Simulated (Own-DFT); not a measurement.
# Computed records: HfO2 (monoclinic hafnia, atoms displaced)

Computed with Own-DFT development build. A calculation, not a measurement: plane-wave density functional theory by an unreviewed code, no spin, of a simulated periodic cell, stress positive in tension, run twice, with PBE and with PBEsol, both on files made for PBE, so the change isn't that of files made for PBEsol, hafnium file: forces about 75 meV/angstrom off all-electron values; oxygen file: force components 24 meV/angstrom off all-electron in one glass; forces on such cells passed a denser k mesh, this cell's mesh not checked; the far tail of each file's local potential was reset to the Coulomb form; each entry is a single point on an unrelaxed cell, so the pressure reflects the starting lattice, mostly measured values (interpolated for alloys), from which strain is counted, and rises with the displacements; printed positions are rounded, which can move forces by about a meV/angstrom; the program, named Own-DFT, is a retired in-house code; no spin-orbit coupling; stress was not checked against mesh or cutoff.

Common to all runs: functional PBE, then PBEsol; potential files PseudoDojo norm-conserving, scalar-relativistic, standard set; wave cutoff 72 hartree; occupations Fermi-Dirac; smearing width 0.1 eV; k mesh 2 x 2 x 2 centred on Gamma.

```yaml
- entry: 1
  formula: HfO2
  kind: "monoclinic hafnia, atoms displaced"
  structure:
    cell_angstrom: [[10.234, 0.0, 0.0], [0.0, 10.35, 0.0], [-1.6955, 0.0, 10.4453]]
    atoms_fractional:
      - [Hf, 0.12976, 0.04084, 0.08503]
      - [Hf, 0.35272, 0.26071, 0.15244]
      - [Hf, 0.37321, 0.48134, 0.38493]
      - [Hf, 0.15003, 0.2269, 0.35716]
      - [O, 0.04063, 0.18665, 0.17822]
      - [O, 0.47766, 0.42099, 0.08495]
      - [O, 0.44962, 0.34058, 0.32836]
      - [O, 0.03986, 0.06821, 0.43885]
      - [O, 0.20814, 0.38838, 0.24361]
      - [O, 0.27932, 0.11032, 0.00098]
      - [O, 0.26542, 0.12167, 0.24362]
      - [O, 0.24143, 0.37229, 0.49098]
      - [Hf, 0.14288, 0.01638, 0.60071]
      - [Hf, 0.35032, 0.26424, 0.64317]
      - [Hf, 0.35084, 0.4579, 0.905]
      - [Hf, 0.12002, 0.23374, 0.85602]
      - [O, 0.02339, 0.16009, 0.67523]
      - [O, 0.46642, 0.42663, 0.56635]
      - [O, 0.47313, 0.33691, 0.82486]
      - [O, 0.03347, 0.1034, 0.9005]
      - [O, 0.22469, 0.38573, 0.73496]
      - [O, 0.26812, 0.12885, 0.52257]
      - [O, 0.26391, 0.1114, 0.76745]
      - [O, 0.22929, 0.37622, 0.99089]
      - [Hf, 0.1266, 0.53272, 0.08787]
      - [Hf, 0.35444, 0.77352, 0.14532]
      - [Hf, 0.34711, 0.9951, 0.41343]
      - [Hf, 0.12971, 0.73965, 0.35752]
      - [O, 0.02055, 0.65866, 0.1806]
      - [O, 0.47492, 0.92931, 0.08176]
      - [O, 0.43595, 0.84147, 0.33045]
      - [O, 0.02462, 0.59309, 0.40788]
      - [O, 0.21804, 0.87971, 0.22716]
      - [O, 0.28075, 0.61509, 0.0143]
      - [O, 0.27612, 0.61365, 0.25807]
      - [O, 0.22772, 0.88526, 0.4887]
      - [Hf, 0.14018, 0.54045, 0.61111]
      - [Hf, 0.38968, 0.77208, 0.66943]
      - [Hf, 0.34916, 0.97357, 0.90099]
      - [Hf, 0.14544, 0.72693, 0.85076]
      - [O, 0.05036, 0.66102, 0.67873]
      - [O, 0.46311, 0.92585, 0.5955]
      - [O, 0.44817, 0.83902, 0.82433]
      - [O, 0.05491, 0.5922, 0.90978]
      - [O, 0.20909, 0.8818, 0.73668]
      - [O, 0.27153, 0.65291, 0.5143]
      - [O, 0.27205, 0.60815, 0.74769]
      - [O, 0.21588, 0.89095, 0.97899]
      - [Hf, 0.6437, 0.0125, 0.11864]
      - [Hf, 0.85187, 0.26604, 0.10683]
      - [Hf, 0.86707, 0.47917, 0.40602]
      - [Hf, 0.66008, 0.22429, 0.36453]
      - [O, 0.52233, 0.1658, 0.19273]
      - [O, 0.95534, 0.41844, 0.06194]
      - [O, 0.9748, 0.34164, 0.33511]
      - [O, 0.52012, 0.09405, 0.41084]
      - [O, 0.72103, 0.38701, 0.24755]
      - [O, 0.78053, 0.12787, 0.01567]
      - [O, 0.77137, 0.11975, 0.25518]
      - [O, 0.73077, 0.37681, 0.48759]
      - [Hf, 0.64016, 0.99958, 0.60352]
      - [Hf, 0.8758, 0.2459, 0.66792]
      - [Hf, 0.85599, 0.46836, 0.89685]
      - [Hf, 0.63378, 0.22454, 0.82746]
      - [O, 0.55954, 0.16421, 0.65416]
      - [O, 0.94874, 0.43483, 0.57264]
      - [O, 0.9575, 0.33218, 0.82066]
      - [O, 0.53323, 0.08534, 0.9234]
      - [O, 0.70431, 0.39612, 0.75642]
      - [O, 0.79481, 0.13352, 0.50758]
      - [O, 0.78866, 0.11891, 0.75446]
      - [O, 0.7228, 0.36131, 0.99152]
      - [Hf, 0.65227, 0.50751, 0.10955]
      - [Hf, 0.85859, 0.77129, 0.13435]
      - [Hf, 0.84559, 0.97286, 0.40136]
      - [Hf, 0.63842, 0.74557, 0.36146]
      - [O, 0.5621, 0.66282, 0.18485]
      - [O, 0.97152, 0.91024, 0.07017]
      - [O, 0.96065, 0.81708, 0.31375]
      - [O, 0.55401, 0.57396, 0.43745]
      - [O, 0.7293, 0.88466, 0.23088]
      - [O, 0.77223, 0.63336, 0.01228]
      - [O, 0.79137, 0.63179, 0.25194]
      - [O, 0.72023, 0.87501, 0.50045]
      - [Hf, 0.63427, 0.51709, 0.59797]
      - [Hf, 0.87366, 0.77889, 0.63029]
      - [Hf, 0.87007, 0.97372, 0.88855]
      - [Hf, 0.64951, 0.74282, 0.84482]
      - [O, 0.53383, 0.67191, 0.67083]
      - [O, 0.96523, 0.90369, 0.58866]
      - [O, 0.97185, 0.84808, 0.83175]
      - [O, 0.55171, 0.59186, 0.94533]
      - [O, 0.72471, 0.89247, 0.74725]
      - [O, 0.76997, 0.62117, 0.50341]
      - [O, 0.78278, 0.6334, 0.75067]
      - [O, 0.72446, 0.85864, 0.02356]
  results:
    "PBE_pressure [GPa]": 15.84
    "PBE_stress_xx [GPa]": -16.36
    "PBE_stress_yy [GPa]": -15.95
    "PBE_stress_zz [GPa]": -15.22
    "PBE_stress_yz [GPa]": 0.55
    "PBE_stress_xz [GPa]": -0.76
    "PBE_stress_xy [GPa]": -1.3
    "PBEsol_pressure [GPa]": 9.33
    "PBEsol_stress_xx [GPa]": -9.86
    "PBEsol_stress_yy [GPa]": -9.49
    "PBEsol_stress_zz [GPa]": -8.65
    "PBEsol_stress_yz [GPa]": 0.57
    "PBEsol_stress_xz [GPa]": -0.43
    "PBEsol_stress_xy [GPa]": -1.23
    force_element: [Hf, Hf, Hf, Hf, O, O, O, O, O, O, O, O, Hf, Hf, Hf, Hf, O, O, O, O, O, O, O, O, Hf, Hf, Hf, Hf, O, O, O, O, O, O, O, O, Hf, Hf, Hf, Hf, O, O, O, O, O, O, O, O, Hf, Hf, Hf, Hf, O, O, O, O, O, O, O, O, Hf, Hf, Hf, Hf, O, O, O, O, O, O, O, O, Hf, Hf, Hf, Hf, O, O, O, O, O, O, O, O, Hf, Hf, Hf, Hf, O, O, O, O, O, O, O, O]
    "PBE_force_x [eV/angstrom]": [-0.448, 3.08, -3.142, -4.318, -0.174, -2.687, 2.602, -1.635, 0.863, -1.426, 0.022, -0.875, -0.784, 1.912, 6.339, 9.086, 5.587, -1.327, -1.086, -5.323, -0.524, 1.168, 0.27, -3.483, 0.105, 1.4, 3.818, 2.886, 3.274, -3.188, 2.968, 1.682, -0.859, 0.623, -0.177, -1.66, 2.592, -7.766, 3.545, 2.633, -5.855, 0.877, 3.574, -4.444, 0.574, -0.486, 2.185, -1.474, -2.151, 1.75, 0.276, -2.766, 1.42, 1.637, 0.677, 1.265, 0.823, -0.388, 0.984, -2.427, -2.6, -5.088, -2.431, -2.416, -2.05, 2.488, 0.238, 1.034, 1.614, -1.1, -1.198, -0.667, -1.322, 1.403, 5.073, -1.581, -3.12, 0.89, -2.798, -1.901, -0.441, 2.508, -1.128, 1.039, 2.447, -5.051, -1.899, -1.197, 3.768, 4.604, 1.24, -1.461, 0.448, 1.288, -0.36, -1.893]
    "PBE_force_y [eV/angstrom]": [-3.126, 2.601, 2.721, 4.65, -1.747, -2.115, -3.84, 0.735, -1.447, 4.643, -0.914, -1.382, -1.392, 4.374, 4.483, 4.955, -2.569, -2.384, -0.975, -6.667, -2.423, 0.717, 2.141, -3.532, -0.39, -0.374, -2.031, -2.7, -1.417, -2.941, -1.036, 0.574, 0.77, 2.693, 2.433, -0.528, -5.883, -1.82, 2.695, 2.572, 5.676, 1.053, -0.119, -3.287, -1.22, -0.719, 2.024, -3.948, 4.184, 1.592, 0.469, 2.902, -0.367, -0.055, -1.86, -1.102, -2.895, -4.109, -0.198, -2.293, 5.208, 6.914, 5.011, -0.017, 1.076, -1.484, 1.7, 0.406, -1.531, -2.454, -1.769, 0.97, 4.156, -3.519, 2.287, -6.232, 2.264, 2.484, 4.71, 3.393, -1.515, -1.492, -0.509, -0.879, -0.971, -10.68, 1.584, -5.024, -1.456, 6.715, -2.502, 0.942, -1.295, 4.314, 0.403, 2.941]
    "PBE_force_z [eV/angstrom]": [3.865, 0.396, 1.993, -1.012, -2.712, -0.732, -1.554, -2.915, -1.159, 2.098, 2.359, 0.126, 3.001, 1.19, -1.556, -2.326, -0.057, 2.198, -0.954, 3.755, 0.398, -1.04, -1.64, 1.146, 5.578, 1.946, -4.423, -0.95, -2.515, 0.135, 0.845, 2.568, -0.461, -0.588, -1.304, 0.711, -6.659, -7.055, -1.663, -0.663, 1.037, -1.154, 4.974, 0.614, 0.286, 0.03, 4.213, 1.472, -3.786, 9.946, -4.528, -1.55, -1.184, 0.014, -0.109, 2.119, 0.417, -3.716, 1.487, 1.122, -0.109, -7.574, -2.277, 3.366, -0.006, 4.585, 2.234, -0.989, -0.01, -0.438, 1.75, -2.3, 0.155, 3.996, -3.133, -4.141, 1.24, -1.449, 2.889, -5.08, 5.843, -2.648, 1.52, -1.376, 2.68, 4.722, 3.146, 4.328, 0.966, -3.292, -2.017, -3.655, 0.294, 0.602, 1.376, -7.269]
    "PBEsol_force_x [eV/angstrom]": [-0.381, 3.02, -3.076, -4.209, -0.121, -2.611, 2.489, -1.581, 0.914, -1.479, -0.029, -0.764, -0.716, 1.803, 6.159, 8.876, 5.441, -1.266, -1.063, -5.208, -0.422, 1.096, 0.195, -3.338, 0.129, 1.306, 3.737, 2.787, 3.209, -3.106, 2.875, 1.638, -0.756, 0.518, -0.216, -1.588, 2.576, -7.564, 3.407, 2.578, -5.694, 0.89, 3.476, -4.288, 0.587, -0.582, 2.016, -1.378, -2.084, 1.681, 0.283, -2.676, 1.364, 1.569, 0.681, 1.242, 0.826, -0.407, 0.846, -2.331, -2.56, -4.981, -2.433, -2.387, -1.962, 2.419, 0.238, 1.016, 1.611, -1.114, -1.181, -0.543, -1.304, 1.326, 4.926, -1.515, -2.99, 0.855, -2.73, -1.851, -0.38, 2.382, -1.126, 1.099, 2.393, -5.009, -1.821, -1.134, 3.675, 4.517, 1.198, -1.353, 0.483, 1.197, -0.444, -1.801]
    "PBEsol_force_y [eV/angstrom]": [-3.046, 2.541, 2.563, 4.574, -1.694, -2.032, -3.735, 0.691, -1.452, 4.483, -0.837, -1.411, -1.349, 4.354, 4.353, 4.803, -2.496, -2.283, -0.989, -6.557, -2.35, 0.676, 2.072, -3.421, -0.337, -0.308, -2.038, -2.705, -1.358, -2.841, -1.009, 0.589, 0.729, 2.6, 2.379, -0.451, -5.678, -1.736, 2.636, 2.458, 5.577, 1.025, -0.118, -3.197, -1.175, -0.699, 1.981, -3.819, 4.084, 1.598, 0.422, 2.777, -0.324, -0.055, -1.806, -1.074, -2.823, -3.99, -0.219, -2.205, 5.115, 6.725, 4.806, -0.009, 1.02, -1.398, 1.595, 0.38, -1.527, -2.436, -1.708, 0.983, 4.13, -3.435, 2.25, -6.193, 2.22, 2.458, 4.534, 3.283, -1.486, -1.443, -0.469, -0.834, -0.913, -10.45, 1.514, -4.993, -1.381, 6.605, -2.42, 0.898, -1.267, 4.208, 0.422, 2.867]
    "PBEsol_force_z [eV/angstrom]": [3.756, 0.468, 1.99, -1.059, -2.628, -0.783, -1.575, -2.749, -1.104, 2.062, 2.295, 0.12, 2.904, 1.148, -1.498, -2.332, 0.025, 2.071, -0.97, 3.705, 0.393, -1.027, -1.615, 1.101, 5.421, 1.987, -4.294, -0.964, -2.422, 0.089, 0.759, 2.518, -0.454, -0.569, -1.293, 0.695, -6.477, -6.888, -1.62, -0.711, 1.07, -1.161, 4.791, 0.665, 0.303, 0.062, 4.09, 1.422, -3.716, 9.718, -4.375, -1.538, -1.095, -0.08, -0.104, 2.086, 0.406, -3.606, 1.474, 1.047, -0.072, -7.35, -2.192, 3.24, 0.092, 4.375, 2.153, -0.936, 0.046, -0.466, 1.698, -2.24, 0.122, 3.978, -3.032, -4.089, 1.274, -1.495, 2.766, -4.899, 5.691, -2.555, 1.447, -1.351, 2.557, 4.664, 3.066, 4.204, 1.005, -3.256, -2.003, -3.503, 0.273, 0.57, 1.347, -7.06]
    "rms_change_of_force_components_from_PBE_to_PBEsol [eV/angstrom]": 0.087
- entry: 2
  formula: HfO2
  kind: "monoclinic hafnia, atoms displaced"
  structure:
    cell_angstrom: [[10.234, 0.0, 0.0], [0.0, 10.35, 0.0], [-1.6955, 0.0, 10.4453]]
    atoms_fractional:
      - [Hf, 0.14313, 0.00693, 0.10242]
      - [Hf, 0.3705, 0.27902, 0.15693]
      - [Hf, 0.3534, 0.47053, 0.3926]
      - [Hf, 0.13173, 0.24187, 0.35601]
      - [O, 0.03266, 0.14056, 0.17401]
      - [O, 0.46475, 0.42375, 0.08067]
      - [O, 0.44457, 0.34323, 0.3386]
      - [O, 0.02329, 0.08491, 0.44192]
      - [O, 0.23917, 0.37223, 0.23733]
      - [O, 0.25231, 0.13292, 0.00825]
      - [O, 0.26752, 0.10127, 0.26233]
      - [O, 0.21857, 0.37625, 0.48831]
      - [Hf, 0.1556, 0.03311, 0.61508]
      - [Hf, 0.36731, 0.26625, 0.65268]
      - [Hf, 0.376, 0.48145, 0.89322]
      - [Hf, 0.13118, 0.24218, 0.86192]
      - [O, 0.0279, 0.16631, 0.6659]
      - [O, 0.471, 0.43187, 0.5593]
      - [O, 0.46246, 0.32619, 0.82889]
      - [O, 0.03755, 0.10844, 0.92917]
      - [O, 0.21801, 0.36297, 0.75902]
      - [O, 0.25346, 0.14283, 0.50696]
      - [O, 0.28167, 0.11169, 0.77016]
      - [O, 0.23902, 0.36316, 0.98768]
      - [Hf, 0.12417, 0.50328, 0.09505]
      - [Hf, 0.36298, 0.78281, 0.13697]
      - [Hf, 0.36469, 0.98217, 0.39946]
      - [Hf, 0.13381, 0.73406, 0.36694]
      - [O, 0.02324, 0.66703, 0.18335]
      - [O, 0.45601, 0.92542, 0.08456]
      - [O, 0.45909, 0.84357, 0.33008]
      - [O, 0.04404, 0.59127, 0.4237]
      - [O, 0.2162, 0.8922, 0.23026]
      - [O, 0.28974, 0.64049, 0.01763]
      - [O, 0.28882, 0.61269, 0.26568]
      - [O, 0.22657, 0.8608, 0.49818]
      - [Hf, 0.14919, 0.51685, 0.59799]
      - [Hf, 0.36917, 0.76677, 0.6583]
      - [Hf, 0.35123, 0.97868, 0.90138]
      - [Hf, 0.1352, 0.72011, 0.86132]
      - [O, 0.04136, 0.67279, 0.66889]
      - [O, 0.44862, 0.90479, 0.54532]
      - [O, 0.45741, 0.82839, 0.82189]
      - [O, 0.05283, 0.58208, 0.9228]
      - [O, 0.22922, 0.88057, 0.73034]
      - [O, 0.27244, 0.63542, 0.50619]
      - [O, 0.28828, 0.60764, 0.7654]
      - [O, 0.20407, 0.87188, 0.98642]
      - [Hf, 0.63644, 0.01935, 0.11]
      - [Hf, 0.86211, 0.26836, 0.13835]
      - [Hf, 0.86564, 0.47137, 0.38435]
      - [Hf, 0.63259, 0.22324, 0.35559]
      - [O, 0.54598, 0.18128, 0.15736]
      - [O, 0.95508, 0.42527, 0.06828]
      - [O, 0.96192, 0.32459, 0.34266]
      - [O, 0.5239, 0.08081, 0.42612]
      - [O, 0.72807, 0.39348, 0.23022]
      - [O, 0.78904, 0.15959, 0.01376]
      - [O, 0.75837, 0.11636, 0.25064]
      - [O, 0.7232, 0.3717, 0.46423]
      - [Hf, 0.62936, 0.02848, 0.59624]
      - [Hf, 0.86777, 0.2816, 0.65565]
      - [Hf, 0.86146, 0.4775, 0.8999]
      - [Hf, 0.65302, 0.22853, 0.86819]
      - [O, 0.54744, 0.15082, 0.67654]
      - [O, 0.93539, 0.42262, 0.58588]
      - [O, 0.96725, 0.32489, 0.83808]
      - [O, 0.52689, 0.1048, 0.93108]
      - [O, 0.72765, 0.37201, 0.7488]
      - [O, 0.76236, 0.14147, 0.50555]
      - [O, 0.79126, 0.11016, 0.76156]
      - [O, 0.73083, 0.37738, 0.02185]
      - [Hf, 0.63564, 0.51205, 0.13001]
      - [Hf, 0.85592, 0.77945, 0.16056]
      - [Hf, 0.87041, 0.98738, 0.39535]
      - [Hf, 0.65858, 0.73012, 0.34377]
      - [O, 0.54462, 0.66439, 0.18311]
      - [O, 0.96784, 0.91084, 0.08404]
      - [O, 0.97737, 0.84059, 0.33066]
      - [O, 0.5387, 0.59418, 0.42168]
      - [O, 0.7321, 0.8647, 0.24464]
      - [O, 0.78178, 0.65276, 0.01907]
      - [O, 0.77052, 0.61397, 0.27145]
      - [O, 0.73429, 0.89375, 0.49854]
      - [Hf, 0.64098, 0.51672, 0.59142]
      - [Hf, 0.87973, 0.75193, 0.65025]
      - [Hf, 0.88498, 0.01337, 0.8883]
      - [Hf, 0.63658, 0.74176, 0.84736]
      - [O, 0.53625, 0.67455, 0.67477]
      - [O, 0.95722, 0.91381, 0.57424]
      - [O, 0.9746, 0.82439, 0.8347]
      - [O, 0.54193, 0.59145, 0.92816]
      - [O, 0.72563, 0.89292, 0.75047]
      - [O, 0.78481, 0.62515, 0.51568]
      - [O, 0.76901, 0.63181, 0.7605]
      - [O, 0.71203, 0.86414, 0.98855]
  results:
    "PBE_pressure [GPa]": 14.99
    "PBE_stress_xx [GPa]": -15.74
    "PBE_stress_yy [GPa]": -14.95
    "PBE_stress_zz [GPa]": -14.29
    "PBE_stress_yz [GPa]": 1.29
    "PBE_stress_xz [GPa]": -2.68
    "PBE_stress_xy [GPa]": 1.6
    "PBEsol_pressure [GPa]": 8.49
    "PBEsol_stress_xx [GPa]": -9.24
    "PBEsol_stress_yy [GPa]": -8.48
    "PBEsol_stress_zz [GPa]": -7.75
    "PBEsol_stress_yz [GPa]": 1.26
    "PBEsol_stress_xz [GPa]": -2.25
    "PBEsol_stress_xy [GPa]": 1.55
    force_element: [Hf, Hf, Hf, Hf, O, O, O, O, O, O, O, O, Hf, Hf, Hf, Hf, O, O, O, O, O, O, O, O, Hf, Hf, Hf, Hf, O, O, O, O, O, O, O, O, Hf, Hf, Hf, Hf, O, O, O, O, O, O, O, O, Hf, Hf, Hf, Hf, O, O, O, O, O, O, O, O, Hf, Hf, Hf, Hf, O, O, O, O, O, O, O, O, Hf, Hf, Hf, Hf, O, O, O, O, O, O, O, O, Hf, Hf, Hf, Hf, O, O, O, O, O, O, O, O]
    "PBE_force_x [eV/angstrom]": [-1.886, -0.381, -1.657, 1.439, -2.361, -0.656, 7.254, 2.963, -5.116, 3.285, 0.498, -0.309, -4.048, 0.601, 0.309, 4.928, 0.549, -2.13, 1.467, -1.352, 2.268, 2.55, 0.405, -1.106, 4.333, -1.702, -4.317, 3.76, 1.902, 1.75, 1.481, -3.029, 1.567, -0.882, -1.525, -1.201, -0.822, -1.375, 0.698, 3.012, 4.08, 3.28, -0.361, -3.621, -0.797, -0.03, -1.393, 2.493, -0.152, 1.868, -1.4, 0.085, -1.497, 0.359, 0.255, 2.382, 2.578, -1.1, 1.432, -1.257, 4.521, -1.231, -2.686, -2.519, -4.551, 4.037, -3.427, 0.939, -0.549, 0.261, -2.349, -0.554, -1.425, 5.122, -1.398, -6.19, -1.644, -1.164, -2.2, 0.5, -2.616, 0.268, 2.973, -0.879, 0.089, -4.155, -1.822, 2.081, 1.073, 1.833, -0.814, -0.549, -0.406, 0.114, 1.468, -0.522]
    "PBE_force_y [eV/angstrom]": [2.596, -2.654, 9.431, -5.413, 4.094, -0.958, -6.993, 2.917, 0.351, -0.426, 4.797, -0.243, -3.876, 0.423, 0.727, -2.012, 0.728, -3.74, -0.061, -2.05, 2.45, 0.751, 2.181, 2.2, 4.728, -3.579, -2.559, 0.906, -2.496, 2.01, -1.223, -3.992, -4.999, -1.352, 0.654, 2.152, 2.3, 0.178, 0.108, 3.721, -3.302, -0.563, 2.542, -4.321, 0.048, -2.119, 0.558, -0.305, -1.641, 1.267, 3.274, 0.339, 0.553, -1.978, -0.613, 3.913, -6.223, -5.799, 0.543, 0.468, -7.311, -4.798, 3.679, 0.222, 5.494, 3.227, 3.118, -1.473, 0.635, 0.446, 4.908, 0.157, 6.151, -2.088, -2.417, 0.852, 1.856, 0.878, 1.348, -0.693, 4.378, -3.474, -0.389, -2.014, 3.5, 5.448, -8.924, -0.414, -1.926, 0.169, 1.397, -1.368, -0.703, 0.034, -2.604, 4.276]
    "PBE_force_z [eV/angstrom]": [1.033, -3.476, 0.981, -1.266, 1.238, 0.781, -2.289, -1.132, -0.287, 0.778, -0.399, 1.058, -1.69, 0.717, 2.281, -0.256, 1.596, 3.505, -0.94, 0.312, -4.74, 1.097, -1.373, 1.942, 3.173, 4.973, -4.326, -2.922, -0.729, -1.183, -2.545, 1.512, 2.382, -1.402, -1.048, -0.439, 0.96, -4.69, -0.818, -1.864, 0.515, 7.488, 3.058, 0.616, 2.406, 2.381, -1.673, -1.226, -2.698, 5.692, 2.858, 0.217, 1.763, 1.954, -1.69, -1.457, 5.45, -3.985, 1.193, 1.143, -0.459, -1.525, -1.377, -1.533, 2.715, -1.14, 0.21, 0.192, 0.343, 0.333, -2.121, -5.304, -6.941, -5.485, 2.439, 5.826, -0.682, -1.181, 0.401, 0.31, 0.224, -0.792, -0.756, -2.198, -0.25, -0.649, 2.53, 1.522, -1.151, 1.198, -0.008, -0.194, -0.933, -1.105, 0.547, 2.48]
    "PBEsol_force_x [eV/angstrom]": [-1.83, -0.383, -1.649, 1.424, -2.291, -0.64, 7.073, 2.893, -4.918, 3.131, 0.412, -0.255, -3.949, 0.556, 0.302, 4.85, 0.539, -2.058, 1.397, -1.337, 2.288, 2.405, 0.355, -1.051, 4.213, -1.692, -4.167, 3.649, 1.833, 1.701, 1.382, -2.921, 1.595, -0.902, -1.516, -1.116, -0.74, -1.342, 0.642, 2.912, 3.96, 3.178, -0.357, -3.531, -0.698, -0.137, -1.392, 2.499, -0.173, 1.766, -1.448, 0.131, -1.454, 0.348, 0.265, 2.358, 2.598, -1.115, 1.319, -1.171, 4.459, -1.18, -2.614, -2.458, -4.438, 3.904, -3.357, 0.964, -0.44, 0.17, -2.34, -0.455, -1.392, 5.037, -1.359, -6.03, -1.558, -1.113, -2.168, 0.53, -2.507, 0.218, 2.824, -0.779, 0.071, -4.034, -1.785, 2.043, 1.024, 1.752, -0.737, -0.576, -0.371, 0.059, 1.391, -0.493]
    "PBEsol_force_y [eV/angstrom]": [2.568, -2.492, 9.209, -5.329, 4.018, -0.937, -6.842, 2.814, 0.34, -0.44, 4.664, -0.216, -3.737, 0.426, 0.679, -1.974, 0.727, -3.611, -0.076, -2.021, 2.365, 0.737, 2.117, 2.137, 4.655, -3.449, -2.599, 0.827, -2.397, 1.953, -1.153, -3.893, -4.845, -1.284, 0.597, 2.079, 2.343, 0.224, 0.09, 3.632, -3.209, -0.516, 2.435, -4.237, 0.083, -2.085, 0.541, -0.277, -1.536, 1.298, 3.161, 0.27, 0.517, -1.912, -0.586, 3.804, -6.071, -5.632, 0.535, 0.467, -7.112, -4.66, 3.512, 0.17, 5.393, 3.111, 3.034, -1.43, 0.587, 0.419, 4.81, 0.124, 6.063, -2.022, -2.442, 0.747, 1.806, 0.874, 1.295, -0.721, 4.235, -3.359, -0.384, -1.916, 3.49, 5.344, -8.712, -0.428, -1.839, 0.171, 1.311, -1.358, -0.7, 0.01, -2.514, 4.137]
    "PBEsol_force_z [eV/angstrom]": [1.034, -3.383, 0.961, -1.213, 1.201, 0.744, -2.317, -1.053, -0.245, 0.727, -0.394, 1.007, -1.666, 0.78, 2.256, -0.242, 1.594, 3.335, -0.971, 0.308, -4.606, 1.096, -1.355, 1.892, 3.041, 4.873, -4.248, -2.845, -0.658, -1.207, -2.517, 1.537, 2.286, -1.379, -0.977, -0.426, 0.86, -4.564, -0.81, -1.837, 0.555, 7.28, 2.921, 0.678, 2.342, 2.341, -1.623, -1.177, -2.655, 5.541, 2.828, 0.235, 1.786, 1.824, -1.681, -1.361, 5.333, -3.921, 1.157, 1.096, -0.516, -1.442, -1.3, -1.495, 2.685, -1.187, 0.158, 0.226, 0.37, 0.299, -2.028, -5.145, -6.814, -5.376, 2.467, 5.625, -0.596, -1.141, 0.353, 0.361, 0.226, -0.755, -0.729, -2.167, -0.33, -0.614, 2.476, 1.469, -1.058, 1.097, -0.057, -0.176, -0.9, -1.066, 0.519, 2.443]
    "rms_change_of_force_components_from_PBE_to_PBEsol [eV/angstrom]": 0.08
```
